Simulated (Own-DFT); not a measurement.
Simulation results for SiC (3C silicon carbide, strained, atoms displaced)

All values are calculated (Own-DFT development build). A calculation, not a measurement: plane-wave PBE density functional theory by an unreviewed code, no spin, of a simulated periodic cell, stress positive in tension, free energy of the whole cell less one offset for each atom, forces on such cells passed a denser k mesh, this cell's mesh not checked; offsets are fitted by least squares, one for each functional and potential file, so energies compare only between cells with the same atoms and settings and are not formation energies; the far tail of each file's local potential was reset to the Coulomb form; each entry is a single point on an unrelaxed cell, so the pressure reflects the starting lattice, mostly measured values (interpolated for alloys), from which strain is counted, and rises with the displacements; printed positions are rounded, which can move forces by about a meV/angstrom; the program, named Own-DFT, is a retired in-house code; no spin-orbit coupling.

Settings shared by all entries: functional PBE; potential files PseudoDojo norm-conserving, scalar-relativistic, standard set; wave cutoff 42 hartree; occupations Fermi-Dirac; smearing width 0.1 eV; hardware one NVIDIA H100; k mesh 4 x 4 x 4 centred on Gamma.

(1) SiC (3C silicon carbide, strained, atoms displaced)

```
CELL_PARAMETERS angstrom
8.66340 0.00630 0.09490
0.00630 8.80230 0.13340
0.09490 0.13340 8.84630
ATOMIC_POSITIONS crystal
Si 0.00122 0.99498 0.99470
Si 0.99842 0.25318 0.24941
Si 0.25443 0.99769 0.24008
Si 0.25385 0.25018 0.99662
C 0.14180 0.12681 0.11811
C 0.13004 0.38521 0.37839
C 0.37437 0.12947 0.37383
C 0.37910 0.37120 0.12262
Si 0.99197 0.00469 0.49366
Si 0.00767 0.25284 0.75704
Si 0.24352 0.98702 0.75286
Si 0.24735 0.25366 0.49943
C 0.11542 0.11934 0.61981
C 0.13386 0.36930 0.87482
C 0.38220 0.13215 0.86631
C 0.37910 0.37244 0.62107
Si 0.00276 0.51013 0.00306
Si 0.00887 0.74987 0.25519
Si 0.24819 0.50612 0.25454
Si 0.24782 0.75464 0.99498
C 0.12657 0.61881 0.12831
C 0.11750 0.85891 0.37898
C 0.37224 0.63012 0.37594
C 0.37739 0.87923 0.13268
Si 0.99935 0.50369 0.49481
Si 0.00272 0.74316 0.74216
Si 0.24301 0.49871 0.74557
Si 0.24571 0.75513 0.49576
C 0.12658 0.62961 0.62266
C 0.12596 0.87444 0.87542
C 0.37487 0.62523 0.87407
C 0.38057 0.87783 0.62338
Si 0.49833 0.01370 0.99673
Si 0.49549 0.24478 0.24051
Si 0.74563 0.99394 0.24892
Si 0.75487 0.25552 0.00086
C 0.61793 0.12080 0.13005
C 0.62368 0.37636 0.36743
C 0.87664 0.11676 0.38697
C 0.86888 0.36759 0.12441
Si 0.50272 0.00056 0.49801
Si 0.50452 0.24545 0.75860
Si 0.74035 0.00730 0.74257
Si 0.75644 0.25782 0.48989
C 0.61784 0.12195 0.62819
C 0.61800 0.37029 0.86960
C 0.87696 0.12447 0.87492
C 0.86953 0.37581 0.62927
Si 0.49702 0.49897 0.00261
Si 0.48619 0.75358 0.25732
Si 0.75782 0.49706 0.24858
Si 0.76583 0.74503 0.00399
C 0.61981 0.62408 0.12040
C 0.61995 0.88236 0.37647
C 0.88133 0.63218 0.37919
C 0.87913 0.86708 0.11432
Si 0.49932 0.49979 0.49878
Si 0.49666 0.75112 0.74777
Si 0.75866 0.49328 0.75507
Si 0.75383 0.75922 0.49105
C 0.63858 0.62525 0.62381
C 0.62958 0.86554 0.87400
C 0.87425 0.62684 0.87230
C 0.86992 0.88169 0.62456
```

* free energy of cell above offsets: -4.215 eV
* pressure: 2.18 GPa
* stress xx: -4.84 GPa
* stress yy: -1.45 GPa
* stress zz: -0.25 GPa
* stress yz: 7.88 GPa
* stress xz: 4.86 GPa
* stress xy: 0.62 GPa
* wall time: 355.1 s

Force:
| element | x (eV/Å) | y (eV/Å) | z (eV/Å) |
| --- | --- | --- | --- |
| Si | 0.094 | 1.561 | 0.34 |
| Si | 1.424 | -1.071 | 0.226 |
| Si | -0.895 | 0.943 | 2.886 |
| Si | 1.58 | 0.643 | -0.308 |
| C | -3.505 | -0.999 | 0.99 |
| C | -1.726 | -1.477 | -0.495 |
| C | -0.696 | -1.089 | 0.049 |
| C | -1.71 | 0.806 | 0.353 |
| Si | 2.785 | -3.126 | 3.075 |
| Si | -1.239 | -1.119 | -1.643 |
| Si | 2.003 | 3.18 | -2.469 |
| Si | 0.839 | -1.077 | 0.538 |
| C | 1.45 | 0.756 | 0.872 |
| C | -1.706 | 1.537 | 0.319 |
| C | -3.331 | -2.563 | 2.28 |
| C | -1.041 | 0.128 | 0.941 |
| Si | -0.028 | -2.225 | -0.754 |
| Si | -1.463 | -0.744 | -1.966 |
| Si | 1.873 | -0.956 | -0.988 |
| Si | 1.488 | -1.248 | 1.38 |
| C | -0.123 | 1.72 | -0.619 |
| C | 0.718 | 4.43 | -1.01 |
| C | -0.726 | -1.125 | 0.735 |
| C | -0.53 | -0.639 | -2.831 |
| Si | -0.042 | -0.032 | 1.953 |
| Si | -1.347 | 2.162 | 0.419 |
| Si | 2.392 | 0.262 | 0.072 |
| Si | 1.811 | -0.616 | 1.648 |
| C | -0.347 | -1.327 | -0.244 |
| C | -1.315 | -1.416 | 0.017 |
| C | -1.096 | -0.223 | -0.09 |
| C | -1.871 | -0.758 | -0.209 |
| Si | 1.173 | -3.046 | 0.023 |
| Si | 0.74 | 1.103 | 1.948 |
| Si | 0.784 | 0.744 | -0.735 |
| Si | -1.78 | -2.047 | -0.894 |
| C | 1.955 | 0.569 | -1.346 |
| C | 0.15 | -0.487 | 0.27 |
| C | -2.001 | 2.976 | -4.939 |
| C | 1.97 | 1.788 | 0.223 |
| Si | -0.988 | 1.733 | 0.689 |
| Si | 0.265 | 1.794 | -4.058 |
| Si | 1.704 | -1.95 | 1.913 |
| Si | -1.903 | -0.9 | 2.22 |
| C | 0.565 | 1.708 | -1.876 |
| C | 1.863 | 1.173 | 1.962 |
| C | -0.489 | 0.313 | 0.256 |
| C | 2.348 | -0.54 | -1.184 |
| Si | 0.693 | 0.505 | -1.122 |
| Si | 3.303 | -0.039 | -1.613 |
| Si | -1.937 | 1.489 | 0.148 |
| Si | -4.125 | 0.208 | -1.449 |
| C | 1.285 | 0.3 | 1.372 |
| C | 0.337 | -1.925 | -0.771 |
| C | -1.076 | -1.025 | -1.701 |
| C | 0.802 | 1.25 | 3.106 |
| Si | 1.414 | 0.472 | 0.294 |
| Si | 2.177 | -0.738 | 0.151 |
| Si | -2.27 | 1.502 | -0.833 |
| Si | -0.633 | -0.799 | 2.181 |
| C | -1.731 | -0.086 | -0.224 |
| C | -0.591 | 1.829 | 0.454 |
| C | 1.516 | -1.334 | 0.427 |
| C | 0.76 | -0.835 | -0.36 |

(2) SiC (3C silicon carbide, strained, atoms displaced)

```
CELL_PARAMETERS angstrom
8.87220 -0.02970 -0.09230
-0.02970 8.64570 -0.14550
-0.09230 -0.14550 8.81440
ATOMIC_POSITIONS crystal
Si 0.98922 0.99611 0.00873
Si 0.00491 0.25050 0.24727
Si 0.24812 0.00523 0.25444
Si 0.25073 0.25482 0.99433
C 0.13449 0.13116 0.13243
C 0.12467 0.37189 0.38518
C 0.37395 0.12939 0.38624
C 0.37633 0.36962 0.12637
Si 0.99656 0.00523 0.50623
Si 0.00378 0.24775 0.75619
Si 0.24541 0.00274 0.74802
Si 0.23765 0.25162 0.49303
C 0.12467 0.13293 0.61924
C 0.13546 0.39130 0.88527
C 0.37279 0.11830 0.87412
C 0.37782 0.37278 0.62607
Si 0.99570 0.49619 0.99888
Si 0.99944 0.74152 0.25783
Si 0.24712 0.49452 0.24666
Si 0.23048 0.74807 0.00828
C 0.11106 0.62814 0.12842
C 0.12874 0.88354 0.37226
C 0.37902 0.61562 0.37317
C 0.36353 0.86996 0.12235
Si 0.99425 0.50394 0.50387
Si 0.00367 0.74996 0.74169
Si 0.24894 0.49745 0.74437
Si 0.23575 0.75533 0.49654
C 0.12680 0.62864 0.62133
C 0.12562 0.87871 0.87670
C 0.37105 0.62031 0.86937
C 0.38515 0.87803 0.61565
Si 0.49909 0.99806 0.99134
Si 0.49611 0.25665 0.24979
Si 0.74395 0.99904 0.24593
Si 0.74754 0.25663 0.99797
C 0.62235 0.12856 0.13193
C 0.62991 0.37042 0.37888
C 0.87303 0.12693 0.37169
C 0.86998 0.37325 0.11935
Si 0.50786 0.99085 0.50163
Si 0.50567 0.25369 0.75128
Si 0.76201 0.99945 0.75731
Si 0.74871 0.25532 0.50753
C 0.62603 0.12056 0.62169
C 0.62193 0.37146 0.87538
C 0.88171 0.12463 0.87760
C 0.87178 0.37615 0.62875
Si 0.49749 0.49100 0.00633
Si 0.49625 0.74947 0.25255
Si 0.73668 0.50358 0.23646
Si 0.74505 0.74807 0.00527
C 0.62339 0.62045 0.12303
C 0.61767 0.87114 0.38416
C 0.87532 0.62428 0.37596
C 0.87322 0.87703 0.12809
Si 0.49295 0.50451 0.49558
Si 0.50307 0.74594 0.74478
Si 0.74483 0.51650 0.75686
Si 0.73590 0.74961 0.50489
C 0.63098 0.62043 0.63568
C 0.62776 0.86622 0.86993
C 0.87366 0.61393 0.87893
C 0.88149 0.87566 0.62850
```

* free energy of cell above offsets: -4.765 eV
* pressure: 1.05 GPa
* stress xx: 1.85 GPa
* stress yy: -4.6 GPa
* stress zz: -0.42 GPa
* stress yz: -6.76 GPa
* stress xz: -5.97 GPa
* stress xy: -0.97 GPa
* wall time: 366.7 s

Force:
| element | x (eV/Å) | y (eV/Å) | z (eV/Å) |
| --- | --- | --- | --- |
| Si | 2.551 | 1.13 | -0.761 |
| Si | -1.655 | 0.011 | 0.8 |
| Si | 1.537 | -0.136 | -0.312 |
| Si | 0.345 | -1.56 | 0.9 |
| C | -1.547 | -0.282 | -1.808 |
| C | -1.572 | 2.384 | -2.639 |
| C | 0.611 | -0.692 | -1.669 |
| C | -0.64 | 1.122 | -0.313 |
| Si | -0.315 | -0.299 | -1.932 |
| Si | -0.252 | 1.513 | -0.518 |
| Si | 0.999 | -0.648 | -0.658 |
| Si | 3.564 | -0.826 | 2.268 |
| C | -0.238 | -0.791 | 1.885 |
| C | -1.41 | -2.241 | -1.718 |
| C | 0.426 | 1.871 | -0.379 |
| C | -0.91 | 0.365 | -0.689 |
| Si | -0.311 | 0.291 | 0.702 |
| Si | -0.995 | 2.385 | 0.119 |
| Si | -0.206 | 0.32 | 0.837 |
| Si | 2.353 | -0.141 | -1.996 |
| C | 1.384 | -1.701 | 0.04 |
| C | -1.817 | -0.929 | 0.716 |
| C | -2.029 | 2.074 | -0.796 |
| C | 1.671 | 0.729 | 0.995 |
| Si | -0.122 | -1.196 | -0.307 |
| Si | -0.412 | -0.129 | 2.124 |
| Si | 0.88 | 0.562 | 0.18 |
| Si | 3.22 | -0.265 | 0.009 |
| C | -0.347 | -0.525 | 0.204 |
| C | -1.327 | -0.382 | -0.16 |
| C | 0.468 | 0.836 | 1.523 |
| C | -2.446 | -1.522 | 1.726 |
| Si | -0.323 | -0.578 | 1.495 |
| Si | 0.439 | -1.971 | 1.93 |
| Si | 0.459 | 0.544 | 1.602 |
| Si | -0.205 | -2.051 | -0.035 |
| C | -0.332 | -0.554 | -1.959 |
| C | -1.274 | 2.08 | -0.999 |
| C | 0.112 | -0.135 | 0.693 |
| C | 1.271 | 0.854 | 1.061 |
| Si | -2.327 | 3.216 | 0.152 |
| Si | -1.684 | -1.984 | -1.475 |
| Si | -1.936 | -0.35 | -1.406 |
| Si | 0.164 | -1.523 | -1.311 |
| C | 1.305 | 0.67 | 1.688 |
| C | 0.93 | 1.589 | 0.753 |
| C | -0.521 | 0.717 | 0.977 |
| C | 0.834 | 0.966 | 1.287 |
| Si | -0.932 | 1.159 | -2.084 |
| Si | -0.995 | -0.317 | -0.804 |
| Si | 2.968 | -2.069 | 3.445 |
| Si | 0.86 | -0.242 | -1.005 |
| C | -1.316 | 1.967 | -0.281 |
| C | 1.657 | -0.516 | -2.709 |
| C | -1.647 | 0.142 | -0.008 |
| C | -0.658 | -1.389 | 0.545 |
| Si | 1.841 | -2.436 | 1.777 |
| Si | -1.896 | 0.214 | 0.813 |
| Si | 0.938 | -4.834 | -0.193 |
| Si | 2.868 | -0.476 | 0.008 |
| C | -2.251 | 1.587 | -3.073 |
| C | 0.451 | 1.456 | 1.067 |
| C | 0.937 | 3.095 | 0.417 |
| C | -1.196 | -0.16 | -0.742 |

(3) SiC (3C silicon carbide, strained, atoms displaced)

```
CELL_PARAMETERS angstrom
8.81860 0.14030 -0.12360
0.14030 8.88140 -0.07420
-0.12360 -0.07420 8.83290
ATOMIC_POSITIONS crystal
Si 0.99658 0.99715 0.00066
Si 0.00855 0.25306 0.24835
Si 0.25497 0.99538 0.25004
Si 0.24865 0.25302 0.99682
C 0.12882 0.11980 0.14478
C 0.12537 0.37303 0.37933
C 0.36984 0.12854 0.37234
C 0.37236 0.38116 0.13277
Si 0.00068 0.99706 0.50955
Si 0.99872 0.24496 0.74434
Si 0.24478 0.99436 0.75048
Si 0.25181 0.24809 0.49239
C 0.12278 0.13304 0.62439
C 0.11905 0.37188 0.87943
C 0.36479 0.12250 0.87630
C 0.37586 0.37899 0.62352
Si 0.00562 0.49317 0.99751
Si 0.00910 0.74783 0.24862
Si 0.24487 0.50187 0.25230
Si 0.25724 0.74471 0.00583
C 0.12045 0.63412 0.12237
C 0.12075 0.87294 0.37158
C 0.37747 0.62018 0.37585
C 0.37583 0.87230 0.12325
Si 0.99815 0.49884 0.49437
Si 0.00504 0.74651 0.75062
Si 0.24458 0.50269 0.74978
Si 0.24618 0.75287 0.49822
C 0.11842 0.62728 0.63288
C 0.12461 0.87196 0.87153
C 0.38122 0.62273 0.87482
C 0.37552 0.86988 0.62843
Si 0.50149 0.00942 0.99495
Si 0.50099 0.25042 0.25245
Si 0.74823 0.01438 0.24545
Si 0.75475 0.25020 0.01006
C 0.62169 0.12713 0.13326
C 0.61975 0.36716 0.37424
C 0.88327 0.12721 0.36743
C 0.87841 0.37177 0.11599
Si 0.49505 0.00480 0.50667
Si 0.50737 0.24155 0.75214
Si 0.75286 0.00501 0.74633
Si 0.74661 0.26241 0.49360
C 0.62642 0.13023 0.63214
C 0.62342 0.37406 0.86575
C 0.87110 0.12316 0.86962
C 0.87204 0.36853 0.62299
Si 0.50506 0.50232 0.99710
Si 0.50312 0.74389 0.25275
Si 0.75006 0.49961 0.24637
Si 0.75506 0.75742 0.00102
C 0.62382 0.62262 0.12782
C 0.61910 0.87355 0.37737
C 0.87255 0.63015 0.38177
C 0.88567 0.87885 0.11947
Si 0.49909 0.49461 0.49819
Si 0.49124 0.75070 0.75076
Si 0.75024 0.47901 0.75297
Si 0.75243 0.74727 0.50235
C 0.63276 0.61877 0.62253
C 0.61366 0.87590 0.87713
C 0.88034 0.62102 0.87138
C 0.88018 0.87753 0.63226
```

* free energy of cell above offsets: -5.299 eV
* pressure: -3.22 GPa
* stress xx: 2.14 GPa
* stress yy: 4.37 GPa
* stress zz: 3.14 GPa
* stress yz: -4.54 GPa
* stress xz: -5.95 GPa
* stress xy: 8.09 GPa
* wall time: 380.8 s

Force:
| element | x (eV/Å) | y (eV/Å) | z (eV/Å) |
| --- | --- | --- | --- |
| Si | 1.607 | 0.778 | -0.371 |
| Si | -1.211 | -0.769 | 0.733 |
| Si | -0.163 | -0.6 | 0.607 |
| Si | 0.197 | -0.701 | 1.96 |
| C | -0.484 | 0.873 | -4.045 |
| C | -0.308 | 1.342 | -1.244 |
| C | 1.431 | -1.057 | 0.235 |
| C | 0.584 | -0.792 | -1.812 |
| Si | -0.371 | 0.77 | -1.838 |
| Si | -0.592 | 0.713 | 1.227 |
| Si | 0.066 | 0.533 | 0.044 |
| Si | -0.259 | 0.797 | 2.217 |
| C | 1.353 | -1.848 | -0.588 |
| C | 1.083 | -0.257 | -1.847 |
| C | 1.408 | 0.675 | -0.604 |
| C | -0.33 | -1.249 | 0.215 |
| Si | -1.635 | 2.103 | 0.418 |
| Si | -2.596 | 1.102 | 0.485 |
| Si | 0.478 | 0.276 | 0.164 |
| Si | -0.859 | 0.911 | -1.294 |
| C | 1.469 | -2.642 | -0.176 |
| C | 1.226 | 0.604 | 1.206 |
| C | -0.917 | 0.852 | -0.127 |
| C | 0.83 | 0.397 | 0.576 |
| Si | -0.104 | 0.137 | 1.902 |
| Si | -1.839 | 0.592 | 1.223 |
| Si | 1.085 | -0.921 | 0.313 |
| Si | 0.604 | -1.143 | 0.406 |
| C | 1.271 | -0.977 | -2.561 |
| C | 0.582 | 0.18 | 1.077 |
| C | -1.47 | 0.146 | -0.053 |
| C | -1.29 | 1.62 | -1.155 |
| Si | -1.017 | -1.537 | 1.304 |
| Si | -1.742 | 0.026 | -0.228 |
| Si | 1.667 | -3.145 | 1.785 |
| Si | -1.363 | -0.786 | -2.455 |
| C | -0.247 | 1.111 | -2.504 |
| C | 0.432 | 2.139 | -0.85 |
| C | -1.245 | 0.533 | 1.351 |
| C | 0.779 | 1.199 | 2.041 |
| Si | 0.697 | -0.786 | -0.605 |
| Si | -2.821 | 1.749 | 0.129 |
| Si | -0.872 | -1.504 | 0.722 |
| Si | 1.449 | -3.277 | 0.866 |
| C | 0.325 | -0.973 | -2.414 |
| C | 0.1 | -1.052 | 3.003 |
| C | 0.97 | 0.73 | 1.554 |
| C | 0.963 | 0.648 | -0.45 |
| Si | -0.493 | -0.835 | 0.503 |
| Si | -0.857 | 0.88 | 0.081 |
| Si | 0.31 | -0.167 | 0.715 |
| Si | -0.427 | -1.275 | -0.657 |
| C | 1.018 | 0.463 | -0.827 |
| C | 1.028 | 0.856 | 0.138 |
| C | 1.083 | -1.232 | -2.395 |
| C | -2.077 | -0.413 | 1.275 |
| Si | 0.27 | 0.855 | 0.969 |
| Si | 2.362 | -1.427 | 0.146 |
| Si | 0.6 | 3.8 | -0.891 |
| Si | -1.061 | 1.122 | 0.924 |
| C | -1.057 | 0.131 | 0.616 |
| C | 1.908 | 0.334 | -0.638 |
| C | -0.863 | -0.169 | 0.538 |
| C | -0.665 | -0.443 | -1.04 |

(4) SiC (3C silicon carbide, strained, atoms displaced)

```
CELL_PARAMETERS angstrom
8.75130 -0.08690 -0.12640
-0.08690 8.64710 -0.06350
-0.12640 -0.06350 8.80600
ATOMIC_POSITIONS crystal
Si 0.00102 0.00333 0.99561
Si 0.00110 0.25552 0.25740
Si 0.24793 0.99954 0.24033
Si 0.24482 0.23947 0.99861
C 0.13301 0.12643 0.11794
C 0.13315 0.37006 0.37944
C 0.37437 0.13040 0.37276
C 0.36583 0.36128 0.12519
Si 0.99989 0.99236 0.50083
Si 0.99782 0.25229 0.74692
Si 0.24423 0.98782 0.75676
Si 0.24589 0.24368 0.49192
C 0.11764 0.11577 0.62437
C 0.12466 0.36227 0.87314
C 0.37426 0.13735 0.86818
C 0.37473 0.37918 0.62774
Si 0.00154 0.49107 0.00129
Si 0.00541 0.74919 0.25722
Si 0.23817 0.49526 0.24225
Si 0.24504 0.74280 0.99814
C 0.11815 0.63059 0.13518
C 0.12387 0.87017 0.37142
C 0.36965 0.62292 0.36852
C 0.37943 0.88158 0.12449
Si 0.99979 0.50748 0.49724
Si 0.99892 0.74895 0.74338
Si 0.23796 0.49682 0.76125
Si 0.25055 0.75388 0.48726
C 0.13154 0.63135 0.63054
C 0.12216 0.87790 0.87456
C 0.37180 0.62247 0.87325
C 0.37377 0.87267 0.60967
Si 0.49047 0.00353 0.99015
Si 0.49370 0.25591 0.24651
Si 0.74170 0.00251 0.24514
Si 0.75662 0.24542 0.99981
C 0.61916 0.11618 0.12325
C 0.62534 0.38379 0.37887
C 0.88208 0.12334 0.36998
C 0.86994 0.37001 0.12496
Si 0.49525 0.00632 0.50136
Si 0.49345 0.24682 0.75427
Si 0.75775 0.99178 0.74721
Si 0.75646 0.25191 0.49314
C 0.62459 0.13535 0.63119
C 0.61529 0.37591 0.87992
C 0.86760 0.12143 0.88003
C 0.87069 0.37987 0.62713
Si 0.50665 0.51022 0.99927
Si 0.50641 0.75460 0.24840
Si 0.74984 0.49584 0.24627
Si 0.75266 0.75440 0.99568
C 0.62463 0.62827 0.11957
C 0.62641 0.88601 0.38080
C 0.88101 0.62159 0.37809
C 0.87231 0.87978 0.12644
Si 0.50526 0.49702 0.50022
Si 0.50431 0.75342 0.75557
Si 0.74702 0.51030 0.75124
Si 0.74833 0.76225 0.49852
C 0.63147 0.62090 0.63149
C 0.61866 0.88045 0.87573
C 0.87198 0.61904 0.87028
C 0.87020 0.87216 0.62543
```

- free energy of cell above offsets: -4.996 eV
- pressure: 4.21 GPa
- stress xx: -3.93 GPa
- stress yy: -6.34 GPa
- stress zz: -2.37 GPa
- stress yz: -3.81 GPa
- stress xz: -7.64 GPa
- stress xy: -5.03 GPa
- wall time: 380.2 s

Force:
| element | x (eV/Å) | y (eV/Å) | z (eV/Å) |
| --- | --- | --- | --- |
| Si | -0.743 | -0.506 | 1.234 |
| Si | 0.214 | -1.31 | -1.559 |
| Si | 0.792 | 0.162 | 1.289 |
| Si | 1.719 | 1.601 | -1.09 |
| C | -2.645 | -0.88 | 1.606 |
| C | -2.36 | 2.078 | -0.834 |
| C | -0.258 | -1.083 | -0.311 |
| C | 0.233 | 3.265 | -0.853 |
| Si | -0.477 | 0.497 | -0.951 |
| Si | -1.328 | -1.501 | -0.794 |
| Si | 1.577 | 2.223 | -2.833 |
| Si | 1.438 | 0.151 | 2.871 |
| C | 1.053 | 0.998 | 0.61 |
| C | -0.513 | 1.633 | 1.56 |
| C | -1.917 | -3.754 | 1.366 |
| C | -0.958 | -0.916 | -0.292 |
| Si | -0.988 | 0.943 | -0.254 |
| Si | -3.194 | 0.026 | -1.575 |
| Si | 2.474 | -0.323 | 1.181 |
| Si | 0.755 | 1.163 | 0.826 |
| C | 0.584 | -1.648 | -2.715 |
| C | 0.648 | 2.301 | 0.615 |
| C | 1.326 | 0.127 | -0.145 |
| C | -1.091 | -1.305 | -0.832 |
| Si | 1.134 | -1.834 | 2.108 |
| Si | -0.035 | -0.567 | 0.935 |
| Si | 2.317 | -0.047 | -2.708 |
| Si | 0.463 | -1.97 | 1.332 |
| C | -0.986 | -0.353 | -1.217 |
| C | -0.652 | -1.648 | 0.944 |
| C | 0.098 | 0.921 | 1.047 |
| C | 0.504 | 0.578 | 3.048 |
| Si | 0.807 | 0.307 | 0.97 |
| Si | 1.182 | -1.238 | 0.659 |
| Si | 1.4 | -0.204 | 0.482 |
| Si | -3.455 | -0.06 | -0.222 |
| C | 0.057 | 2.385 | -0.213 |
| C | 0.586 | -1.599 | -1.811 |
| C | -1.095 | -0.127 | 0.622 |
| C | 1.716 | 0.725 | 0.773 |
| Si | 0.702 | 0.657 | 0.089 |
| Si | 1.492 | 2.575 | -1.97 |
| Si | -2.789 | 2.241 | 0.575 |
| Si | -1.084 | -0.186 | 1.267 |
| C | 0.784 | -1.692 | -1.092 |
| C | 2.165 | 0.2 | -0.129 |
| C | 2.019 | 0.258 | -1.484 |
| C | 1.098 | 0.165 | -0.364 |
| Si | -2.504 | -2.799 | -0.472 |
| Si | -1.249 | -0.433 | 0.292 |
| Si | -0.268 | 1.165 | 0.479 |
| Si | -0.295 | -0.397 | 0.423 |
| C | 1.616 | 0.989 | 1.712 |
| C | -0.363 | -0.755 | -0.791 |
| C | -1.679 | 1.689 | -1.358 |
| C | 0.998 | -0.6 | -0.033 |
| Si | -2.013 | 1.14 | 0.9 |
| Si | -1.68 | -1.359 | -2.482 |
| Si | -0.412 | -4.089 | -0.057 |
| Si | -0.628 | -3.127 | -0.158 |
| C | -1.74 | 2.779 | -1.905 |
| C | 1.542 | -0.176 | -0.13 |
| C | 2.094 | 2.029 | 1.872 |
| C | 1.812 | 0.514 | -0.055 |
